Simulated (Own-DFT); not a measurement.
# Strain and stress in 4H SiC, 32 atoms (C16Si16)

All numbers below are calculated, not measured. They come from Own-DFT, an in-house plane-wave density functional program, since retired, whose code no person has reviewed. Each row is one single-point run on a periodic cell that was not relaxed, without spin or spin-orbit coupling.

Settings of every run: PBE; PseudoDojo norm-conserving scalar-relativistic files; cutoff 42 hartree; 5 x 5 x 3 k mesh centred on Gamma; Fermi-Dirac smearing of 0.1 eV.

Known limits: forces on such cells passed a denser k mesh, each cell not checked; stress not checked against mesh or cutoff.

Unstrained cell vectors in Å: (6.165, 0.000, 0.000); (-3.083, 5.339, 0.000); (0.000, 0.000, 10.068). The unstrained cell has measured lattice constants (interpolated for alloys), not those of this functional. That, the random moves and any unrelaxed bonds set the pressure at no strain. Each run strains this cell uniformly, with the atoms carried along. Every atom was also moved at random, by a Gaussian of width 0.05 Å on each axis. Strain is the symmetric tensor, in per cent. Stress is positive in tension, and the pressure is minus a third of its trace.

| run | e_xx (%) | e_yy (%) | e_zz (%) | e_yz (%) | e_xz (%) | e_xy (%) | s_xx (GPa) | s_yy (GPa) | s_zz (GPa) | s_yz (GPa) | s_xz (GPa) | s_xy (GPa) | P (GPa) | E (meV/atom) |
|---|---|---|---|---|---|---|---|---|---|---|---|---|---|---|
| 1 | 0.07 | 1.21 | 1.55 | -0.13 | 0.20 | 1.65 | -2.65 | 1.72 | 3.23 | 0.33 | 1.81 | 6.55 | -0.76 | 7.8 |
| 2 | 0.25 | -1.80 | 1.34 | -0.13 | -0.99 | 1.20 | -5.16 | -13.66 | 0.95 | -1.04 | -2.66 | 5.61 | 5.96 | 24.3 |
| 3 | 0.82 | 0.13 | 1.61 | -1.73 | -1.41 | -0.90 | -1.51 | -3.93 | 5.11 | -5.40 | -4.44 | -4.16 | 0.11 | 17.1 |
| 4 | -1.16 | -1.43 | 1.34 | -1.64 | -1.24 | 1.00 | -12.99 | -14.56 | 0.84 | -6.17 | -4.45 | 3.13 | 8.90 | 21.2 |
| 5 | -1.30 | 0.57 | 0.43 | -0.67 | -1.32 | 1.65 | -9.66 | -6.34 | -3.27 | -3.17 | -4.42 | 8.06 | 6.43 | 21.3 |
| 6 | 1.70 | 2.00 | -1.89 | 0.00 | -0.04 | -0.99 | 4.64 | 4.27 | -15.21 | -0.92 | 0.53 | -4.22 | 2.10 | 21.0 |
| 7 | -1.36 | -1.13 | -1.80 | 1.58 | -0.81 | 0.84 | -14.88 | -12.93 | -20.67 | 3.98 | -3.95 | 4.02 | 16.16 | 40.0 |
| 8 | -0.10 | 0.27 | -0.92 | -1.88 | 0.24 | -1.08 | -7.00 | -3.85 | -13.31 | -7.19 | 1.07 | -5.29 | 8.05 | 43.5 |
| 9 | 1.83 | -1.39 | -1.58 | -2.00 | 1.76 | 0.32 | 2.56 | -13.84 | -15.09 | -8.95 | 5.63 | 1.35 | 8.79 | 49.3 |
| 10 | 1.45 | -1.60 | -1.19 | -0.40 | 1.50 | 1.21 | 1.38 | -11.10 | -17.60 | -1.77 | 4.30 | 5.80 | 9.11 | 39.7 |
| 11 | -0.60 | 0.24 | 1.01 | 0.74 | 1.29 | -0.57 | -7.07 | -3.74 | 0.65 | 2.07 | 2.30 | -2.52 | 3.39 | 0.0 |
| 12 | -1.13 | 0.13 | 1.87 | -1.52 | -1.28 | -1.35 | -9.62 | -4.46 | 2.80 | -3.20 | -2.59 | -6.87 | 3.76 | 20.6 |
| 13 | -1.04 | 0.28 | 1.45 | 1.85 | 1.07 | -1.23 | -10.49 | -3.34 | 0.30 | 7.59 | 3.10 | -6.97 | 4.51 | 23.8 |
| 14 | 0.57 | 0.14 | -0.37 | -0.03 | -1.23 | -1.30 | -0.76 | -3.52 | -8.38 | -0.29 | -4.51 | -4.70 | 4.22 | 5.8 |
| 15 | 0.55 | -0.71 | -1.94 | -1.79 | 1.84 | -0.70 | -1.55 | -12.97 | -18.71 | -4.71 | 6.53 | -1.78 | 11.08 | 55.7 |
| 16 | -1.82 | -0.99 | 0.43 | 0.98 | 0.72 | -0.95 | ? | ? | ? | ? | ? | ? | ? | ? |

E is the free energy for each atom above the lowest run shown.

## Worked fit

Each stress component was fitted by least squares to a constant and the strains of the runs shown, as fractions, with shears doubled. Shear strains stay in the fit of a normal stress only where such slopes are resolved. The slopes, in GPa:

| stress | at no strain | per e_xx | per e_yy | per e_zz | scatter |
|---|---|---|---|---|---|
| s_xx | -5.0 | 523 ± 33 | 100 ± 29 | 23 ± 25 | 1.19 |
| s_yy | -5.9 | 96 ± 46 | 506 ± 41 | 75 ± 34 | 1.66 |
| s_zz | -6.8 | 81 ± 41 | 87 ± 37 | 635 ± 31 | 1.50 |

Each shear stress against twice its own strain: yz 165 ± 13, xz 159 ± 11, xy 225 ± 10 GPa. These are stiffnesses along x, y and z of the frame in which the cell vectors are given, which need not be the crystal's axes. The atoms are held to the strained lattice; where symmetry lets them move under strain, relaxing them would lower some slopes. The table should be nearly symmetric about its diagonal, and what it lacks of that shows the noise. A ninth of its sum, 236 ± 6 GPa, estimates the bulk modulus near the mean pressure of these runs, 6.1 GPa, so it lies above the value at zero pressure.

## Withheld run

Question: what normal stresses and pressure should run 16 give?

The fit gives s_xx = -15.4, s_yy = -12.3, s_zz = -6.4 and P = 11.3 GPa. The calculation gave -16.85, -12.08, -4.35 and P = 11.09 GPa.
